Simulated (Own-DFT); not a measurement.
# Response to strain: 2H SiC, 32 atoms (C16Si16)

All numbers below are calculated, not measured. They come from Own-DFT, an in-house plane-wave density functional program, since retired, whose code no person has reviewed. Each row is one single-point run on a periodic cell that was not relaxed, without spin or spin-orbit coupling.

Settings of every run: PBE; PseudoDojo norm-conserving scalar-relativistic files; cutoff 42 hartree; 5 x 5 x 3 k mesh centred on Gamma; Fermi-Dirac smearing of 0.1 eV.

Known limits: forces on such cells passed a denser k mesh, each cell not checked; stress not checked against mesh or cutoff.

Unstrained cell vectors in Å: (6.165, 0.000, 0.000); (-3.083, 5.339, 0.000); (0.000, 0.000, 10.068). The unstrained cell has measured lattice constants (interpolated for alloys), not those of this functional. That, the random moves and any unrelaxed bonds set the pressure at no strain. Each run strains this cell uniformly, with the atoms carried along. Every atom was also moved at random, by a Gaussian of width 0.05 Å on each axis. Strain is the symmetric tensor, in per cent. Stress is positive in tension, and the pressure is minus a third of its trace.

```
run  e_xx (%)  e_yy (%)  e_zz (%)  e_yz (%)  e_xz (%)  e_xy (%)  s_xx (GPa)  s_yy (GPa)  s_zz (GPa)  s_yz (GPa)  s_xz (GPa)  s_xy (GPa)  P (GPa)  E (meV/atom)
  1     -0.66     -0.85     -0.42     -1.94     -0.87     -1.98      -12.26      -11.62       -8.92       -6.84       -3.41      -14.65    10.93          46.9
  2      0.16      0.47     -1.25     -1.71      0.90     -1.59       -2.62       -2.09      -16.77       -6.22        3.58       -5.38     7.16          38.1
  3     -1.00     -0.39      1.26      1.84      1.33     -1.98      -10.87       -5.30       -1.88        5.26        1.72       -7.28     6.02          46.9
  4      1.39     -0.18      0.69     -1.22     -1.31     -0.74        4.86       -4.77       -3.97       -1.94       -3.66       -3.22     1.29          20.5
  5     -1.90      1.77      0.46     -1.19      0.12      1.18      -17.09        4.31       -3.20       -2.86        0.97        7.00     5.33          26.4
  6      0.64      1.45     -1.16     -0.86      0.49     -0.17       -1.95        3.97      -10.45       -2.16        2.17       -0.58     2.81           0.0
  7      0.72      1.22     -0.96      1.77      1.59      1.46       -0.18        3.80      -18.32        5.25        5.52        7.55     4.90          53.2
  8      1.89     -0.41     -1.65     -0.99      0.12     -0.58        3.44       -5.80      -17.06       -2.39       -1.16       -2.06     6.48          44.8
  9     -0.23      0.52     -0.51      1.22      0.81     -1.28       -5.39       -2.50      -12.15        2.20        1.78       -5.84     6.68          63.2
 10     -0.70      0.61      1.67      0.33      0.78     -0.65       -5.96       -1.74        2.67       -0.78        2.79       -4.38     1.68           4.2
 11     -1.91     -0.17      1.90      0.07     -1.13     -1.79      -13.47       -5.25        0.84        0.72       -3.38       -8.97     5.96          20.7
 12      1.07     -0.45     -0.25      1.75     -0.33     -1.06        0.51       -7.83       -7.31        6.89       -1.21       -4.38     4.88          12.8
 13      1.52     -1.18     -1.64     -1.22      0.14      0.15        0.08      -11.87      -17.84       -3.10        1.33        2.88     9.88          65.4
 14     -1.37      0.78     -1.88     -1.99     -0.10     -1.85      -13.36       -2.20      -18.47       -3.65        0.46       -7.01    11.34          49.1
 15      1.37      0.97      1.06     -0.32      1.94     -0.94        2.80        2.21       -1.84       -2.14        3.59       -6.84    -1.06          39.4
 16      1.21     -1.25     -0.48      1.35     -1.35      1.40        0.11      -11.28      -10.39        4.60       -5.94        6.34     7.19          33.6
 17      0.25     -1.96      0.07      1.01      1.11      1.04       -1.68      -19.29       -8.96        4.24        3.01        5.52     9.98          32.2
 18     -0.68      1.60     -1.94     -0.09      1.04     -1.43           ?           ?           ?           ?           ?           ?        ?             ?
```

E is the free energy for each atom above the lowest run shown.

## Worked fit

Each stress component was fitted by least squares to a constant and the strains of the runs shown, as fractions, with shears doubled. Shear strains stay in the fit of a normal stress only where such slopes are resolved. The slopes, in GPa:

| stress | at no strain | per e_xx | per e_yy | per e_zz | scatter |
|---|---|---|---|---|---|
| s_xx | -5.0 | 572 ± 41 | 37 ± 45 | 92 ± 41 | 1.77 |
| s_yy | -4.9 | 78 ± 27 | 636 ± 30 | 51 ± 27 | 1.16 |
| s_zz | -8.1 | 8 ± 52 | 31 ± 56 | 567 ± 51 | 2.22 |

Each shear stress against twice its own strain: yz 153 ± 14, xz 144 ± 16, xy 245 ± 24 GPa. These are stiffnesses along x, y and z of the frame in which the cell vectors are given, which need not be the crystal's axes. The atoms are held to the strained lattice; where symmetry lets them move under strain, relaxing them would lower some slopes. The table should be nearly symmetric about its diagonal, and what it lacks of that shows the noise. A ninth of its sum, 230 ± 10 GPa, estimates the bulk modulus near the mean pressure of these runs, 6.0 GPa, so it lies above the value at zero pressure.

## Withheld run

Question: what normal stresses and pressure should run 18 give?

The fit gives s_xx = -10.1, s_yy = 3.8, s_zz = -18.6 and P = 8.3 GPa. The calculation gave -6.79, 3.12, -25.14 and P = 9.60 GPa.
